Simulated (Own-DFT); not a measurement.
## Calculated data, GaAs (zincblende with one plane slipped along a stacking-fault path, atoms displaced)

Computed with Own-DFT development build. A calculation, not a measurement: plane-wave PBE density functional theory by an unreviewed code, no spin, of a simulated periodic cell, stress positive in tension, free energy of the whole cell less one offset for each atom, forces on such cells passed a denser k mesh, this cell's mesh not checked; offsets are fitted by least squares, one for each functional and potential file, so energies compare only between cells with the same atoms and settings and are not formation energies; the far tail of each file's local potential was reset to the Coulomb form; each entry is a single point on an unrelaxed cell, so the pressure reflects the starting lattice, mostly measured values (interpolated for alloys), from which strain is counted, and rises with the displacements; printed positions are rounded, which can move forces by about a meV/angstrom; the program, named Own-DFT, is a retired in-house code; no spin-orbit coupling; before rounding, a Quantum ESPRESSO 7.3.1 run of the same cell and cutoff gave forces within 1 meV/angstrom rms on each cell, which checks the program and not the settings.

```cif
# cell vector a (Å): 5.6533 -5.6533 0.0000
# cell vector b (Å): 0.0000 5.6533 -5.6533
# cell vector c (Å): 12.2488 12.2488 9.4222
data_GaAs
_symmetry_space_group_name_H-M 'P 1'
_symmetry_Int_Tables_number 1
_cell_length_a 7.9950
_cell_length_b 7.9950
_cell_length_c 19.7191
_cell_angle_alpha 84.183
_cell_angle_beta 90.000
_cell_angle_gamma 120.000
_cell_volume 1084.07
loop_
_atom_site_label
_atom_site_type_symbol
_atom_site_fract_x
_atom_site_fract_y
_atom_site_fract_z
_atom_site_occupancy
Ga1 Ga 0.00570 0.99093 0.99596 1
As1 As 0.98529 0.96566 0.12708 1
Ga2 Ga 0.14800 0.28717 0.16188 1
As2 As 0.11984 0.24051 0.28976 1
Ga3 Ga 0.26400 0.05915 0.33602 1
As3 As 0.26434 0.02033 0.45835 1
Ga4 Ga 0.07019 0.15421 0.50258 1
As4 As 0.06703 0.13028 0.62249 1
Ga5 Ga 0.22120 0.45454 0.66722 1
As5 As 0.19714 0.39963 0.79040 1
Ga6 Ga 0.34474 0.22136 0.84016 1
As6 As 0.33694 0.17722 0.96013 1
Ga7 Ga 0.98537 0.49957 0.00017 1
As7 As 0.97614 0.46212 0.12214 1
Ga8 Ga 0.13970 0.77901 0.16633 1
As8 As 0.12290 0.74238 0.29131 1
Ga9 Ga 0.28743 0.56182 0.33134 1
As9 As 0.25207 0.51862 0.45979 1
Ga10 Ga 0.07650 0.65969 0.50190 1
As10 As 0.05243 0.59115 0.62332 1
Ga11 Ga 0.22290 0.94848 0.66909 1
As11 As 0.21087 0.90900 0.78833 1
Ga12 Ga 0.37076 0.72321 0.83742 1
As12 As 0.33660 0.67799 0.95916 1
Ga13 Ga 0.51706 0.00181 0.99804 1
As13 As 0.48175 0.96351 0.13051 1
Ga14 Ga 0.63999 0.28235 0.16235 1
As14 As 0.61629 0.24543 0.29477 1
Ga15 Ga 0.77992 0.05230 0.33281 1
As15 As 0.76294 0.01477 0.45522 1
Ga16 Ga 0.57523 0.15362 0.49879 1
As16 As 0.56903 0.11437 0.62698 1
Ga17 Ga 0.72266 0.44851 0.66887 1
As17 As 0.69264 0.39975 0.79088 1
Ga18 Ga 0.87236 0.21800 0.83308 1
As18 As 0.83830 0.17042 0.95691 1
Ga19 Ga 0.48942 0.49566 0.00360 1
As19 As 0.47198 0.44474 0.11990 1
Ga20 Ga 0.62909 0.77836 0.16920 1
As20 As 0.62928 0.75126 0.29508 1
Ga21 Ga 0.75801 0.54672 0.33407 1
As21 As 0.75942 0.52553 0.45532 1
Ga22 Ga 0.58715 0.66517 0.49831 1
As22 As 0.54983 0.61528 0.63114 1
Ga23 Ga 0.73193 0.94309 0.67074 1
As23 As 0.70051 0.89524 0.79280 1
Ga24 Ga 0.87087 0.74016 0.82876 1
As24 As 0.82865 0.67617 0.95828 1
_calc_functional 'PBE'
_calc_potential_files 'PseudoDojo norm-conserving, scalar-relativistic, standard set'
_calc_wave_cutoff 42  # hartree
_calc_occupations 'Fermi-Dirac'
_calc_smearing_width 0.1  # eV
_calc_k_mesh '4 x 4 x 2 centred on Gamma'
_calc_free_energy_of_cell_above_offsets '-17.047'  # eV
_calc_pressure 4.18  # GPa
_calc_stress_xx -4.6  # GPa
_calc_stress_yy -4.18  # GPa
_calc_stress_zz -3.77  # GPa
_calc_stress_yz -0.46  # GPa
_calc_stress_xz -0.69  # GPa
_calc_stress_xy 0.31  # GPa
```

Force:
| element | x (eV/Å) | y (eV/Å) | z (eV/Å) |
| --- | --- | --- | --- |
| Ga | 0.24 | 1.303 | 0.601 |
| As | -1.103 | -0.327 | 0.193 |
| Ga | -0.33 | 0.812 | 0.685 |
| As | -0.321 | 0.153 | -0.609 |
| Ga | 0.237 | -1.019 | -0.122 |
| As | -0.808 | 0.649 | 0.918 |
| Ga | 0.341 | -0.626 | -1.206 |
| As | 0.719 | 0.521 | 0.842 |
| Ga | 0.472 | -0.985 | 1.461 |
| As | 0.642 | 0.264 | -0.486 |
| Ga | -0.124 | -1.397 | -0.661 |
| As | 0.904 | -0.327 | 0.145 |
| Ga | -0.086 | -0.863 | -0.076 |
| As | 0.633 | -0.035 | 0.17 |
| Ga | 0.025 | 0.406 | 0.03 |
| As | -0.41 | 0.286 | 0.52 |
| Ga | -0.053 | 0.71 | 0.262 |
| As | -0.044 | -0.981 | 0.374 |
| Ga | -0.117 | -0.049 | -0.857 |
| As | -0.271 | 2.266 | -1.759 |
| Ga | -0.844 | -1.384 | -0.291 |
| As | 0.916 | 0.762 | 0.818 |
| Ga | -1.038 | -0.022 | -0.041 |
| As | -0.043 | 0.566 | 0.318 |
| Ga | -0.495 | 1.164 | 0.849 |
| As | -1.115 | -0.906 | -0.359 |
| Ga | 0.992 | 0.728 | 0.575 |
| As | -1.16 | -1.201 | 0.6 |
| Ga | 0.406 | 0.917 | -1.434 |
| As | -0.273 | 0.549 | 0.523 |
| Ga | 1.285 | 0.149 | -0.621 |
| As | -0.472 | 0.533 | -0.494 |
| Ga | -0.561 | -0.424 | 0.585 |
| As | 0.926 | 0.339 | 0.523 |
| Ga | -1.101 | 0.968 | -0.158 |
| As | 1.039 | -0.258 | -0.799 |
| Ga | -0.832 | -0.924 | -0.979 |
| As | 1.663 | 1.36 | -0.314 |
| Ga | 0.493 | -0.981 | 0.15 |
| As | -1.376 | -0.947 | 0.593 |
| Ga | 1.148 | -0.441 | -1.18 |
| As | 0.293 | -0.287 | 1.389 |
| Ga | -0.06 | 1.146 | 0.309 |
| As | 0.299 | -1.034 | -1.384 |
| Ga | -0.503 | -0.434 | -0.09 |
| As | 0.05 | 0.603 | -0.723 |
| Ga | 0.342 | -0.829 | 1.447 |
| As | -0.525 | -0.474 | -0.237 |
